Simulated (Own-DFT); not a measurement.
# Point defects and the pressure they add: C40 NbSi2

No measurement is shown. These are fixed-geometry runs of a retired plane-wave code named Own-DFT, which no person has reviewed; spin and spin-orbit coupling are neglected.

Common settings: PBE; PseudoDojo norm-conserving scalar-relativistic files; cutoff 42 hartree; 4 x 4 x 5 k mesh centred on Gamma; cold (Marzari-Vanderbilt) smearing of 0.2 eV.

Keep in mind: forces on such cells failed a check on a denser k mesh; stress not checked against mesh or cutoff.

All runs share one cell, with vectors in Å (0.000, 8.324, 0.000); (-9.613, 0.000, 0.000); (0.000, 0.000, 6.586) and a volume of 527.0 Å³. u is the rms random offset of the atoms per axis. The defect's site can differ from row to row.

| cell | formula | u (Å) | P (GPa) |
|---|---|---|---|
| no defect | Nb12Si24 | 0.0196 | 1.50 |
| no defect | Nb12Si24 | 0.0478 | 2.67 |
| no defect | Nb12Si24 | 0.0536 | 2.83 |
| one Si vacancy | Nb12Si23 | 0.0306 | 1.05 |
| one Si vacancy | Nb12Si23 | 0.0310 | 1.22 |
| one Si vacancy | Nb12Si23 | 0.0475 | ? |
| one Si vacancy | Nb12Si23 | 0.0541 | 2.04 |
| two Si on a Nb site each | Nb10Si26 | 0.0296 | 1.71 |
| two Si on a Nb site each | Nb10Si26 | 0.0307 | 1.74 |
| two Si on a Nb site each | Nb10Si26 | 0.0486 | 2.68 |
| two Nb on a Si site each | Nb14Si22 | 0.0300 | 7.71 |
| two Nb on a Si site each | Nb14Si22 | 0.0494 | 8.31 |
| two Nb on a Si site each | Nb14Si22 | 0.0515 | 8.35 |
| two Nb vacancies | Nb10Si24 | 0.0323 | 0.19 |
| two Nb vacancies | Nb10Si24 | 0.0472 | 0.21 |
| two Nb vacancies | Nb10Si24 | 0.0545 | 1.01 |

## Working it out

P = P0 + c u² + a shift for each defect gives P0 = 1.44 GPa, c = 485 ± 53 GPa/Å² and a scatter of 0.18 GPa. The shifts, and each times the cell's volume:

- two Nb on a Si site each: 5.72 ± 0.14 GPa, 18.8 eV (9.4 eV for each of its 2 sites)
- two Si on a Nb site each: -0.07 ± 0.15 GPa, -0.2 eV (-0.1 eV for each of its 2 sites) (not resolved)
- one Si vacancy: -0.78 ± 0.14 GPa, -2.6 eV
- two Nb vacancies: -1.98 ± 0.14 GPa, -6.5 eV (-3.2 eV for each of its 2 sites)

Positive is outwards. The product with the volume (160.2 GPa Å³ to the eV) is nearly free of the cell's size; divided by the bulk modulus at the cell's pressure it gives the volume that the defect adds. The atoms around the defects weren't relaxed, which would change these numbers.

## Test on the hidden row

Question: what pressure belongs in the blank (one Si vacancy, u = 0.0475 Å)?

The fit gives 1.75 ± 0.21 GPa. DFT gave 1.83 GPa.
